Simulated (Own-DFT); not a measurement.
# Computed records: Si$_{3}$N$_{4}$ (beta silicon nitride, strained, atoms displaced), GaP (zincblende, strained, atoms displaced), GaP (zincblende, atoms displaced), GaN (wurtzite, strained, atoms displaced)

Computed with Own-DFT development build. A calculation, not a measurement: plane-wave PBE density functional theory by an unreviewed code, no spin, of a simulated periodic cell, stress positive in tension, free energy of the whole cell less one offset for each atom, forces on such cells passed a denser k mesh, this cell's mesh not checked; offsets are fitted by least squares, one for each functional and potential file, so energies compare only between cells with the same atoms and settings and are not formation energies; the far tail of each file's local potential was reset to the Coulomb form; each entry is a single point on an unrelaxed cell, so the pressure reflects the starting lattice, mostly measured values (interpolated for alloys), from which strain is counted, and rises with the displacements; printed positions are rounded, which can move forces by about a meV/angstrom; the program, named Own-DFT, is a retired in-house code; no spin-orbit coupling.

Settings shared by all entries: functional PBE.

(1) Si$_{3}$N$_{4}$ (beta silicon nitride, strained, atoms displaced)

```xyz
42
Lattice="7.6735 0.1172 -0.1057 -3.7352 6.4588 0.1502 -0.1212 0.1290 8.8385" Properties=species:S:1:pos:R:3 Si3N4
Si    -1.5627     4.9596     0.9055
Si     0.3140     2.6047     0.8008
Si     1.4257     5.4432     0.8146
Si     5.4699     1.5409     2.1275
Si     3.6613     3.9128     2.2207
Si     2.3797     1.1814     2.0674
N      2.4637     0.3107     0.6930
N      6.2520     2.0859     0.6927
N      2.7908     4.3881     0.7850
N      1.4723     6.3018     2.3369
N     -2.3609     4.6013     2.1766
N      1.0986     2.2728     2.2710
N      0.0406     4.3540     0.9101
N      3.8707     2.1773     2.1656
Si    -1.6290     5.0829     3.7304
Si     0.1981     2.7371     3.7912
Si     1.4064     5.4325     3.6996
Si     5.4639     1.6601     5.0734
Si     3.5412     4.0345     5.1229
Si     2.3097     1.2057     5.1004
N      2.4716     0.2672     3.6938
N      6.1822     2.1338     3.6107
N      2.8644     4.4652     3.6333
N      1.4108     6.4679     5.1684
N     -2.4228     4.5749     5.2238
N      1.0555     2.3534     5.2078
N     -0.0047     4.3818     3.7635
N      3.7922     2.3621     5.0712
Si    -1.7191     5.0415     6.7570
Si     0.0716     2.7621     6.6583
Si     1.3874     5.5250     6.6645
Si     5.3408     1.6888     7.9833
Si     3.6218     4.0686     8.1606
Si     2.3010     1.3129     8.0374
N      2.3062     0.3688     6.5477
N      6.2005     2.1679     6.6795
N      2.7752     4.5544     6.7508
N      1.4131     6.4908     8.1911
N     -2.4652     4.6530     8.2378
N      0.9589     2.2895     8.2157
N     -0.0725     4.4650     6.7137
N      3.7400     2.4012     8.0760
```

It was run with potential files PseudoDojo norm-conserving, scalar-relativistic, standard set, wave cutoff 42 hartree, occupations Fermi-Dirac, smearing width 0.1 eV and k mesh 3 x 3 x 3 centred on Gamma.

Results for Si$_{3}$N$_{4}$ (beta silicon nitride, strained, atoms displaced): free energy of cell above offsets -3.222 eV; pressure 4.75 GPa; stress xx -0.37 GPa; stress yy -10 GPa; stress zz -3.86 GPa; stress yz 5.85 GPa; stress xz -0.8 GPa; stress xy 6.09 GPa.

Force:
```tsv
element	x (eV/Å)	y (eV/Å)	z (eV/Å)
Si	3.947	2.212	-5.795
Si	-3.151	1.788	0.451
Si	-0.553	-1.372	0.082
Si	-0.82	1.07	0.119
Si	0.463	-0.584	-1.242
Si	2.809	1.555	4.315
N	-0.562	-3.164	-1.651
N	1.806	-0.397	-0.714
N	1.575	-0.064	-0.52
N	0.269	1.879	-3.248
N	-4.857	-1.632	7.064
N	-1.039	-0.76	1.204
N	0.74	0.05	-0.942
N	-0.918	0.951	-0.086
Si	0.905	-1.589	0.878
Si	-0.845	-1.307	-2.366
Si	-0.717	-1.192	2.562
Si	-2.978	1.896	0.746
Si	1.888	-0.403	2.138
Si	3.438	2.081	-0.159
N	-1.373	1.007	-2.286
N	3.267	0.481	-0.152
N	-1.098	0.97	0.678
N	0.543	-2.548	0.569
N	-1.775	0.106	0.187
N	-1.837	-0.336	0.821
N	-0.029	1.759	-0.003
N	-0.181	-2.186	0.669
Si	1.656	1.504	-1.227
Si	2.297	0.29	1.549
Si	-1.55	-0.007	0.898
Si	-1.535	1.357	4.031
Si	-1.474	0.621	0.719
Si	2.512	0.233	-0.198
N	-0.612	-1.503	2.182
N	1.216	-0.083	-4.416
N	0.631	0.038	-2.866
N	-0.539	-1.65	-1.092
N	-0.85	0.109	0.343
N	-1.454	0.455	-2.727
N	0.669	0.509	-0.072
N	0.116	-2.145	-0.446
```

(2) GaP (zincblende, strained, atoms displaced)

```xyz
64
Lattice="10.8620 0.0000 0.0000 0.0000 10.8620 0.0000 0.0000 0.0000 10.9439" Properties=species:S:1:pos:R:3 GaP
Ga    10.8617    10.7804    10.8780
Ga    10.7729     2.7091     2.5482
Ga     2.7146     0.1310     2.8236
Ga     2.7352     2.6438     0.0803
P      1.3772     1.4202     1.3475
P      1.4062     4.1430     4.1497
P      4.0913     1.3253     4.0492
P      4.0466     3.9519     1.4565
Ga    10.8201     0.0878     5.3620
Ga     0.0552     2.6902     8.1631
Ga     2.5819     0.0430     8.2658
Ga     2.6172     2.5902     5.5183
P      1.4828     1.5142     7.0005
P      1.4137     4.0330     9.6499
P      4.2048     1.3220     9.4983
P      3.8774     4.1090     6.7127
Ga     0.0035     5.3765    10.8966
Ga    10.8192     8.2858     2.7477
Ga     2.6118     5.4347     2.9063
Ga     2.6306     8.2707     0.0548
P      1.4009     6.8323     1.1998
P      1.3122     9.5034     4.1385
P      4.2349     6.6216     4.0198
P      4.1748     9.4450     1.3314
Ga     0.0649     5.5225     5.4451
Ga     0.0984     8.1328     8.2231
Ga     2.6916     5.4721     8.1705
Ga     2.6759     8.1962     5.4095
P      1.4407     6.7185     6.9442
P      1.3373     9.4595     9.5297
P      4.0386     6.7670     9.6854
P      3.9636     9.4329     6.7810
Ga     5.4612    10.8278    10.9231
Ga     5.3319     2.8160     2.7434
Ga     8.1214    10.8588     2.7531
Ga     8.1551     2.7825    10.9205
P      6.7635     1.5092     1.3742
P      6.7755     4.1853     4.1426
P      9.6337     1.3795     4.1100
P      9.3829     4.2196     1.3699
Ga     5.4632     0.0466     5.4730
Ga     5.3878     2.6099     8.2004
Ga     8.2355    10.7148     8.0939
Ga     8.2249     2.7303     5.3912
P      7.0960     1.2703     6.8566
P      6.8230     4.0569     9.6081
P      9.5301     1.3884     9.6065
P      9.4521     4.1841     6.8131
Ga     5.5304     5.4083     0.0343
Ga     5.4245     8.1463     2.6368
Ga     8.2109     5.5670     2.8101
Ga     8.0896     7.9587    10.8505
P      6.7714     6.8028     1.5095
P      6.6968     9.4826     4.0804
P      9.4927     6.9542     3.9844
P      9.3724     9.4883     1.3807
Ga     5.4012     5.3961     5.4579
Ga     5.4319     8.1906     8.1961
Ga     8.1763     5.4045     8.3437
Ga     8.1043     8.1260     5.5244
P      6.9105     6.9676     6.8861
P      6.7836     9.4024     9.5629
P      9.5324     6.7669     9.6158
P      9.7132     9.5283     6.9069
```

It was run with potential files PseudoDojo norm-conserving, scalar-relativistic, standard set, wave cutoff 42 hartree, occupations Fermi-Dirac, smearing width 0.1 eV, hardware one NVIDIA H100 and k mesh 3 x 3 x 3 centred on Gamma.

It finds free energy of cell above offsets -29.170 eV; pressure 4.38 GPa; stress xx -4.54 GPa; stress yy -4.55 GPa; stress zz -4.05 GPa; stress yz 1.14 GPa; stress xz 0.1 GPa; stress xy 0.47 GPa; wall time 574.1 s.

Force:
```tsv
element	x (eV/Å)	y (eV/Å)	z (eV/Å)
Ga	-0.58	0.503	0.91
Ga	0.385	1.127	0.911
Ga	-0.531	-1.685	-1.256
Ga	1.026	0.504	-1.212
P	-0.66	-1.754	0.097
P	-1.938	-2.066	0.271
P	0.482	1.133	1.677
P	-1.067	2.428	-1.349
Ga	1.627	-0.867	2.231
Ga	-1.46	1.602	1.117
Ga	1.812	-0.752	-0.224
Ga	1.344	1.154	-1.949
P	-1.598	-2.154	-1.225
P	-0.105	-0.061	-0.788
P	-2.002	-1.011	1.475
P	1.914	-0.58	0.986
Ga	0.293	0.215	0.461
Ga	0.628	-0.48	-1.518
Ga	1.29	0.842	-2.461
Ga	1.472	-0.323	-0.696
P	-1.146	-0.697	2.485
P	0.449	0.85	-0.6
P	-1.558	2.265	-0.088
P	-1.675	1.536	0.15
Ga	-0.878	0.12	0.143
Ga	-0.607	-1.057	-0.221
Ga	1.269	-1.26	2.084
Ga	0.582	-1.76	-0.058
P	-1.325	1.825	-1.924
P	0.325	0.75	0.793
P	0.434	0.304	-0.793
P	0.817	1.551	0.864
Ga	0.754	0.358	0.206
Ga	1.701	-0.849	1.07
Ga	-0.472	0.602	0.023
Ga	0.282	-0.581	0.412
P	0.174	-1.08	0.222
P	0.759	-1.287	-0.551
P	-1.664	0.869	-1.601
P	0.814	-0.751	-0.166
Ga	-0.034	-0.399	0.593
Ga	1.357	1.632	-1.668
Ga	0.227	-0.059	2.291
Ga	-0.237	0.541	0.305
P	-2.636	1.213	-0.968
P	-1.013	-0.106	-0.821
P	-0.145	-0.444	-0.606
P	0.931	-0.603	-0.003
Ga	-1.054	-0.059	0.627
Ga	-0.236	-0.116	1.424
Ga	-0.938	-0.755	0.001
Ga	-0.288	0.955	1.275
P	0.701	-0.757	-1.77
P	0.725	0.179	0.323
P	0.707	-0.533	2.15
P	0.601	0.072	-1.078
Ga	0.691	0.385	1.726
Ga	-1.105	-0.652	0.048
Ga	-0.276	0.583	-1.128
Ga	1.457	1.67	-1.345
P	-1.671	-2.74	1.05
P	0.64	1.059	-0.003
P	0.779	-0.002	-0.753
P	-0.552	-0.546	-1.576
```

(3) GaP (zincblende, atoms displaced)

```xyz
64
Lattice="10.9010 0.0000 0.0000 0.0000 10.9010 0.0000 0.0000 0.0000 10.9010" Properties=species:S:1:pos:R:3 GaP
Ga     0.0341     0.1558     0.0582
Ga     0.0482     2.7208     2.7501
Ga     2.7877    10.8305     2.8498
Ga     2.8537     2.7843    10.8103
P      1.4789     1.3075     1.4201
P      1.3210     4.0047     4.0175
P      4.0600     1.2870     4.1486
P      4.2262     4.1062     1.5072
Ga    10.7267     0.0928     5.3983
Ga     0.0958     2.8088     8.0124
Ga     2.7113     0.0461     8.1268
Ga     2.8463     2.6947     5.5480
P      1.3567     1.3379     6.7854
P      1.4168     3.8336     9.5687
P      4.0076     1.5160     9.4565
P      4.0993     4.1405     6.9376
Ga    10.8642     5.3871     0.1350
Ga    10.8295     8.2903     2.8045
Ga     2.6815     5.5726     2.7555
Ga     2.8599     8.0284     0.0292
P      1.3610     6.9520     1.6266
P      1.2755     9.4292     4.1868
P      4.0668     6.6793     4.1117
P      4.0634     9.5985     1.1148
Ga    10.8690     5.3633     5.5889
Ga    10.7772     8.0749     8.2633
Ga     2.6227     5.3909     8.2857
Ga     2.7675     8.3021     5.4211
P      1.1892     6.8220     6.8627
P      1.2478     9.3478     9.4289
P      4.0289     6.6909     9.5846
P      4.1677     9.5500     6.8605
Ga     5.3877     0.0799     0.0384
Ga     5.3953     2.7279     2.6389
Ga     8.0842    10.6910     2.7769
Ga     8.1844     2.8288     0.0542
P      6.8536     1.5746     1.3255
P      6.8017     4.2152     4.1279
P      9.6025     1.3433     4.0145
P      9.5018     4.0157     1.5391
Ga     5.3712     0.0303     5.3659
Ga     5.4042     2.6702     8.3608
Ga     8.1638    10.7786     8.0724
Ga     8.1843     2.7153     5.5034
P      6.6451     1.4733     6.8946
P      6.6633     4.1157     9.6703
P      9.4533     1.2859     9.5350
P      9.5097     4.2876     6.8647
Ga     5.5021     5.5656     0.0380
Ga     5.4403     8.1245     2.7287
Ga     8.1667     5.3888     2.6373
Ga     8.1897     8.1788     0.0423
P      6.9173     6.7621     1.1931
P      6.7861     9.5067     4.1916
P      9.5543     6.9430     3.8479
P      9.6735     9.3767     1.3441
Ga     5.4442     5.5400     5.5225
Ga     5.2843     8.2813     8.1523
Ga     8.0809     5.4873     8.2507
Ga     8.2253     8.1709     5.7539
P      6.8673     6.7462     6.9110
P      6.7658     9.6402     9.7069
P      9.6295     6.8684     9.7715
P      9.6280     9.5203     6.9496
```

It was run with potential files PseudoDojo norm-conserving, scalar-relativistic, standard set, wave cutoff 42 hartree, occupations Fermi-Dirac, smearing width 0.1 eV, hardware one NVIDIA H100 and k mesh 3 x 3 x 3 centred on Gamma.

The calculation gives: free energy of cell above offsets -26.621 eV; pressure 4.58 GPa; stress xx -4.9 GPa; stress yy -4.52 GPa; stress zz -4.33 GPa; stress yz 0.71 GPa; stress xz -0.61 GPa; stress xy 0.24 GPa; wall time 574.1 s.

Force:
```tsv
element	x (eV/Å)	y (eV/Å)	z (eV/Å)
Ga	-0.149	-1.523	-0.721
Ga	0.256	-1.024	-0.78
Ga	-0.918	-0.844	-0.896
Ga	0.122	-0.165	3.073
P	0.182	0.912	-0.121
P	1.289	1.13	1.948
P	0.056	1.487	-1.121
P	-2.489	1.932	-2.122
Ga	1.788	-1.271	1.144
Ga	-1.424	-0.766	0.836
Ga	-0.622	-1.051	0.778
Ga	-0.91	0.654	-0.469
P	-0.162	-0.01	-0.781
P	-1.726	2.661	0.066
P	-0.258	-3.363	1.016
P	0.233	-0.135	-0.406
Ga	1.173	-0.252	0.428
Ga	1.56	-0.087	-0.106
Ga	-0.089	-2.093	0.052
Ga	-2.325	0.584	-0.164
P	0.111	-0.569	-2.476
P	0.375	2.123	-0.111
P	0.31	2.096	0.542
P	-0.184	-0.664	3.045
Ga	0.971	1.38	-2.939
Ga	0.38	-0.405	-0.407
Ga	-0.557	0.208	-0.654
Ga	0.002	-1.682	0.91
P	1.843	-0.114	-0.168
P	2.073	2.08	1.763
P	0.689	0.436	-0.967
P	-1.738	1.584	-1.733
Ga	0.846	1.901	-0.604
Ga	1.401	-0.907	2.458
Ga	1.087	1.233	-1.238
Ga	0.647	-0.121	-1.334
P	-0.667	-2.745	0.975
P	-0.125	-1.172	-0.045
P	-2.244	0.388	-0.205
P	0.929	-0.15	-1.53
Ga	1.361	-0.385	1.361
Ga	1.078	2.104	-1.471
Ga	-1.322	1.272	1.295
Ga	-0.196	0.487	-0.225
P	1.485	-1.367	-0.988
P	1.544	-0.289	-0.9
P	0.435	1.288	-0.399
P	-1.13	-2.397	0.82
Ga	-1.285	-1.005	0.035
Ga	0.124	0.045	-0.668
Ga	-0.497	1.367	1.145
Ga	-0.01	0.969	-0.388
P	-0.439	0.739	2.374
P	-0.244	-0.879	0.48
P	-1.91	-2.299	3.365
P	-1.539	2.857	-0.755
Ga	0.234	-0.938	0.223
Ga	2.27	-2.013	2.355
Ga	0.914	-0.561	1.937
Ga	0.205	-0.245	-2.279
P	-1.616	1.604	-0.113
P	0.334	-1.01	-1.658
P	-1.341	-1.4	-1.278
P	-0.193	0.384	-1.202
```

(4) GaN (wurtzite, strained, atoms displaced)

```xyz
96
Lattice="12.7560 0.0000 0.0000 -4.7835 8.2853 0.0000 0.0000 0.0000 10.6811" Properties=species:S:1:pos:R:3 GaN
Ga    -0.0404     1.8610     0.1096
Ga     1.5772     0.9566     2.6704
N     -0.0495     1.9153     2.0239
N      1.5982     0.9470     4.6489
Ga    -0.0657     1.9120     5.3384
Ga     1.6165     0.8823     8.0181
N     -0.0507     1.8505     7.4065
N      1.6077     0.9397    10.1409
Ga    -1.6584     4.6164     0.0680
Ga     0.0402     3.6964     2.6338
N     -1.5848     4.7008     2.0296
N      0.0689     3.7987     4.6654
Ga    -1.5403     4.5504     5.3455
Ga     0.0492     3.6281     8.0233
N     -1.6102     4.4613     7.3708
N      0.0419     3.6024     9.9749
Ga    -3.2215     7.3535     0.0270
Ga    -1.5993     6.4452     2.6860
N     -3.1964     7.2067     2.0005
N     -1.6363     6.5270     4.7194
Ga    -3.2237     7.3151     5.3699
Ga    -1.6224     6.3743     8.0787
N     -3.1680     7.4555     7.3974
N     -1.6427     6.3841     9.9630
Ga     3.1843     1.8208     0.0373
Ga     4.7380     0.8745     2.6544
N      3.1541     1.8966     1.9952
N      4.7832     0.9131     4.7371
Ga     3.1236     1.8500     5.4074
Ga     4.7590     0.9081     7.9714
N      3.2158     1.8456     7.3319
N      4.7640     0.8626    10.0440
Ga     1.7071     4.6659    10.6579
Ga     3.1714     3.6358     2.7102
N      1.6368     4.5540     2.0186
N      3.1586     3.6491     4.5976
Ga     1.6352     4.6299     5.3423
Ga     3.1399     3.7117     8.0596
N      1.6645     4.5781     7.4427
N      3.1487     3.6402     9.9604
Ga    -0.0871     7.4356     0.0543
Ga     1.6495     6.4772     2.6186
N     -0.0234     7.3348     2.0169
N      1.6501     6.4637     4.7273
Ga    -0.0125     7.3514     5.3316
Ga     1.5561     6.4610     8.0130
N      0.0083     7.4000     7.2876
N      1.5830     6.4790    10.0967
Ga     6.3785     1.8642    10.6662
Ga     7.9822     0.9876     2.6240
N      6.3814     1.9462     2.0917
N      7.9936     0.9711     4.7578
Ga     6.3281     1.8825     5.4127
Ga     7.9547     0.9052     8.0268
N      6.4053     1.8699     7.4052
N      7.8353     0.8435    10.0130
Ga     4.7361     4.5610    10.6154
Ga     6.3674     3.6390     2.6415
N      4.8173     4.5045     1.9670
N      6.3699     3.7226     4.7358
Ga     4.7572     4.6354     5.2264
Ga     6.3465     3.6866     7.9449
N      4.7675     4.6328     7.3298
N      6.2921     3.7106    10.0506
Ga     3.1605     7.3969    10.6675
Ga     4.7889     6.4542     2.6878
N      3.2974     7.3829     2.0455
N      4.7597     6.4675     4.6706
Ga     3.1127     7.3407     5.3679
Ga     4.8027     6.4127     7.9299
N      3.1362     7.4064     7.3000
N      4.6776     6.4090     9.9968
Ga     9.5539     1.8728    10.6290
Ga    11.1030     0.9109     2.6434
N      9.6074     1.8021     1.9506
N     11.2093     0.9060     4.7641
Ga     9.6223     1.8070     5.4056
Ga    11.1232     0.9452     7.9987
N      9.5958     1.8404     7.3189
N     11.1387     0.8232     9.9939
Ga     7.9704     4.5673    10.6250
Ga     9.5521     3.7052     2.6521
N      7.9585     4.6060     1.9966
N      9.6178     3.7595     4.6732
Ga     7.8994     4.6360     5.3320
Ga     9.6604     3.6727     8.0879
N      7.9632     4.5829     7.3791
N      9.4734     3.6448     9.9806
Ga     6.4361     7.4535     0.1273
Ga     7.9630     6.5121     2.6215
N      6.3906     7.4091     2.0599
N      7.9575     6.5178     4.7280
Ga     6.3797     7.4436     5.2398
Ga     7.9546     6.4162     8.0120
N      6.4474     7.4408     7.3473
N      7.9759     6.4993    10.0084
```

Here we set potential files PseudoDojo norm-conserving, scalar-relativistic, standard set with the stringent files for Ga, wave cutoff 96 hartree, occupations Gaussian, smearing width 0.01 eV and k mesh 3 x 4 x 3 centred on Gamma.

It finds free energy of cell above offsets -5.345 eV; pressure 1.75 GPa; stress xx -4.36 GPa; stress yy -5.67 GPa; stress zz 4.79 GPa; stress yz -0.11 GPa; stress xz -0.4 GPa; stress xy 0.4 GPa.

Force:
```tsv
element	x (eV/Å)	y (eV/Å)	z (eV/Å)
Ga	0.377	-0.258	-1.692
Ga	-0.016	-0.692	0.191
N	0.011	-1.415	0.518
N	-0.896	-0.179	0.289
Ga	1.747	-0.175	0.589
Ga	-0.563	1.849	1.071
N	1.216	-0.475	-1.168
N	-0.695	-0.621	-0.93
Ga	1.199	-0.589	-0.744
Ga	-0.517	1.067	0.611
N	0.081	-2.033	-0.498
N	-0.592	-1.311	-0.296
Ga	-0.788	1.418	0.322
Ga	-0.187	0.486	0.552
N	1.559	2.14	-0.68
N	-0.713	1.378	1.216
Ga	0.449	0.179	-0.301
Ga	-0.066	0.419	1.349
N	0.446	2.638	-0.395
N	0.764	-1.484	-0.642
Ga	0.343	1.532	0.525
Ga	0.343	0.474	-1.696
N	-0.069	-2.741	-0.773
N	0.269	0.58	1.45
Ga	0.073	0.473	-0.312
Ga	0.441	1.163	1.072
N	0.387	-1.683	-0.013
N	-0.353	0.398	-0.838
Ga	0.763	-0.298	-0.899
Ga	0.559	0.2	0.658
N	-0.719	0.446	0.631
N	-0.069	1.584	-0.582
Ga	-1.703	-0.918	0.5
Ga	0.818	0.957	-0.762
N	-0.12	1.28	-0.646
N	0.371	0.38	1.568
Ga	0.423	0.017	0.605
Ga	1.999	-0.989	-0.483
N	-1.98	1.137	-1.739
N	0.633	-0.268	0.85
Ga	0.607	-2.064	-0.498
Ga	0.067	-0.66	0.698
N	0.451	0.412	-0.015
N	-1.808	-0.737	-1.506
Ga	0.131	0.31	0.114
Ga	0.397	0.124	0.485
N	-0.539	-1.167	0.955
N	-1.003	0.1	-0.801
Ga	-0.92	0.202	0.477
Ga	-0.15	-0.512	1.474
N	-0.289	-3.732	-1.76
N	-0.318	-0.275	-0.966
Ga	0.815	-0.426	-0.447
Ga	0.375	0.209	-0.307
N	-0.786	-0.508	-0.403
N	1.678	1.87	-0.291
Ga	-0.314	1.031	0.934
Ga	0.346	2.543	1.277
N	-1.062	1.468	0.349
N	-0.403	-0.547	-1.041
Ga	-0.164	-0.376	1.178
Ga	0.011	0.471	0.998
N	-0.344	-0.909	-0.798
N	1.472	-0.809	-1.145
Ga	0.722	-1.18	0.628
Ga	0.373	-1.412	-0.054
N	-1.696	0.634	-0.833
N	0.189	0.393	-0.265
Ga	1.755	1.778	0.004
Ga	-0.024	1.505	0.925
N	0.522	-0.782	0.781
N	1.247	0.495	0.031
Ga	-0.182	-1.772	0.249
Ga	0.991	0.923	1.298
N	-0.776	1.321	-0.175
N	-0.82	1.786	-2.175
Ga	-1.059	1.012	-0.765
Ga	0.628	-0.728	0.567
N	-0.913	0.214	1.253
N	-0.184	2.383	0.321
Ga	-1.489	1.268	0.814
Ga	0.254	0.066	0.648
N	0.041	0.138	-0.268
N	-0.839	-1.073	-0.255
Ga	1.483	0.148	0.545
Ga	-2.21	-0.715	-1.268
N	0.704	0.13	-0.286
N	1.362	0.318	0.703
Ga	-1.185	-2.265	-1.564
Ga	-0.095	-1.781	1.408
N	-0.236	-0.483	-0.221
N	-0.271	-1.08	-1.281
Ga	-0.324	-1.974	2.108
Ga	0.116	0.825	0.064
N	-1.058	-1.151	-0.734
N	-0.5	-1.021	0.358
```
